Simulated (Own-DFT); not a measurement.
# Strain and stress in wurtzite GaN, 72 atoms (Ga36N36)

Calculated results; nothing here was measured. They come from Own-DFT, an in-house plane-wave density functional program, since retired, whose code no person has reviewed. Each row is one single-point run on a periodic cell that was not relaxed, without spin or spin-orbit coupling.

Settings of every run: PBE; PseudoDojo norm-conserving scalar-relativistic files (stringent for Ga); cutoff 96 hartree; 4 x 4 x 3 k mesh centred on Gamma; Gaussian smearing of 0.01 eV.

Known limits: forces not confirmed at this smearing and k mesh; stress not checked against mesh or cutoff.

Unstrained cell vectors in Å: (9.567, 0.000, 0.000); (-4.783, 8.285, 0.000); (0.000, 0.000, 10.370). The unstrained cell has measured lattice constants (interpolated for alloys), not those of this functional. That, the random moves and any unrelaxed bonds set the pressure at no strain. Each run strains this cell uniformly, with the atoms carried along. Every atom was also moved at random, by a Gaussian of width 0.05 Å on each axis. Strain is the symmetric tensor, in per cent. Stress is positive in tension, and the pressure is minus a third of its trace.

| run | e_xx (%) | e_yy (%) | e_zz (%) | e_yz (%) | e_xz (%) | e_xy (%) | s_xx (GPa) | s_yy (GPa) | s_zz (GPa) | s_yz (GPa) | s_xz (GPa) | s_xy (GPa) | P (GPa) | E (meV/atom) |
|---|---|---|---|---|---|---|---|---|---|---|---|---|---|---|
| 1 | -1.31 | -1.01 | 2.00 | -0.55 | 1.69 | -0.42 | -12.97 | -10.68 | -0.58 | -1.93 | 3.70 | 1.07 | 8.08 | 21.6 |
| 2 | -0.87 | -1.87 | 0.28 | -1.53 | -1.10 | 1.45 | -12.41 | -17.47 | -7.80 | -2.89 | -2.40 | 3.88 | 12.56 | 51.2 |
| 3 | -1.76 | -1.14 | -0.70 | -0.80 | 0.07 | -1.42 | -15.67 | -15.07 | -14.49 | -0.61 | -0.34 | -4.06 | 15.08 | 52.3 |
| 4 | 1.70 | -1.92 | -0.71 | -0.92 | 1.56 | 1.01 | -3.25 | -13.92 | -11.68 | -2.79 | 4.08 | 2.82 | 9.61 | 41.7 |
| 5 | 1.88 | 0.95 | -1.59 | 0.06 | 0.91 | 1.40 | 1.27 | -2.53 | -12.53 | -0.23 | 2.17 | 3.88 | 4.60 | 6.8 |
| 6 | 1.57 | 0.19 | 1.10 | 0.66 | -0.36 | -0.96 | 0.19 | -4.45 | -1.46 | 1.74 | -1.13 | -1.77 | 1.91 | 8.8 |
| 7 | -1.52 | 1.92 | 1.81 | -1.99 | -1.65 | 0.49 | -10.85 | 0.91 | 0.67 | -3.65 | -2.26 | 2.15 | 3.09 | 21.0 |
| 8 | -0.85 | 1.77 | 1.65 | 0.01 | -0.66 | -1.97 | -7.67 | 0.88 | -0.03 | -0.26 | -1.79 | -6.23 | 2.27 | 3.8 |
| 9 | -1.25 | -1.53 | 0.06 | -1.54 | -0.66 | 0.64 | -14.15 | -15.64 | -8.77 | -2.04 | -1.87 | 2.69 | 12.86 | 40.4 |
| 10 | -1.21 | 0.48 | -0.49 | -1.83 | -1.93 | 1.51 | -12.36 | -6.73 | -10.00 | -4.13 | -4.08 | 4.20 | 9.70 | 28.0 |
| 11 | -0.20 | 1.40 | 1.91 | -0.06 | 0.96 | 1.77 | -6.17 | -0.10 | 2.44 | -0.33 | 2.39 | 5.00 | 1.28 | 0.0 |
| 12 | 1.84 | -0.29 | -1.25 | -1.27 | -0.99 | 1.56 | -2.89 | -5.89 | -9.96 | -2.49 | -3.05 | 3.57 | 6.25 | 14.9 |
| 13 | -0.50 | 1.08 | 0.08 | 1.33 | 1.46 | 1.86 | -6.84 | -2.54 | -8.46 | 2.29 | 3.14 | 5.89 | 5.95 | 17.6 |
| 14 | -1.06 | 1.70 | 1.29 | 0.53 | -0.89 | 0.67 | -8.53 | 0.54 | -2.71 | 1.27 | -1.58 | 1.11 | 3.57 | 14.4 |
| 15 | 1.16 | 1.10 | 0.83 | -1.49 | 1.36 | 1.63 | ? | ? | ? | ? | ? | ? | ? | ? |

E is the free energy for each atom above the lowest run shown.

## Worked fit

Each stress component was fitted by least squares to a constant and the strains of the runs shown, as fractions, with shears doubled. Shear strains stay in the fit of a normal stress only where such slopes are resolved. The slopes, in GPa:

```
stress,at no strain,per e_xx,per e_yy,per e_zz,scatter
s_xx,-7.4,389 ± 20,121 ± 19,44 ± 24,0.86
s_yy,-7.2,119 ± 18,448 ± 17,73 ± 22,0.77
s_zz,-7.7,102 ± 25,62 ± 23,455 ± 30,1.07
```

Each shear stress against twice its own strain: yz 112 ± 13, xz 120 ± 9, xy 140 ± 11 GPa. These are stiffnesses along x, y and z of the frame in which the cell vectors are given, which need not be the crystal's axes. The atoms are held to the strained lattice; where symmetry lets them move under strain, relaxing them would lower some slopes. The table should be nearly symmetric about its diagonal, and what it lacks of that shows the noise. A ninth of its sum, 201 ± 3 GPa, estimates the bulk modulus near the mean pressure of these runs, 6.9 GPa, so it lies above the value at zero pressure.

## Withheld run

Question: what normal stresses and pressure should run 15 give?

The fit gives s_xx = -1.1, s_yy = -0.2, s_zz = -2.1 and P = 1.1 GPa. The calculation gave -2.01, -1.59, -1.88 and P = 1.82 GPa.
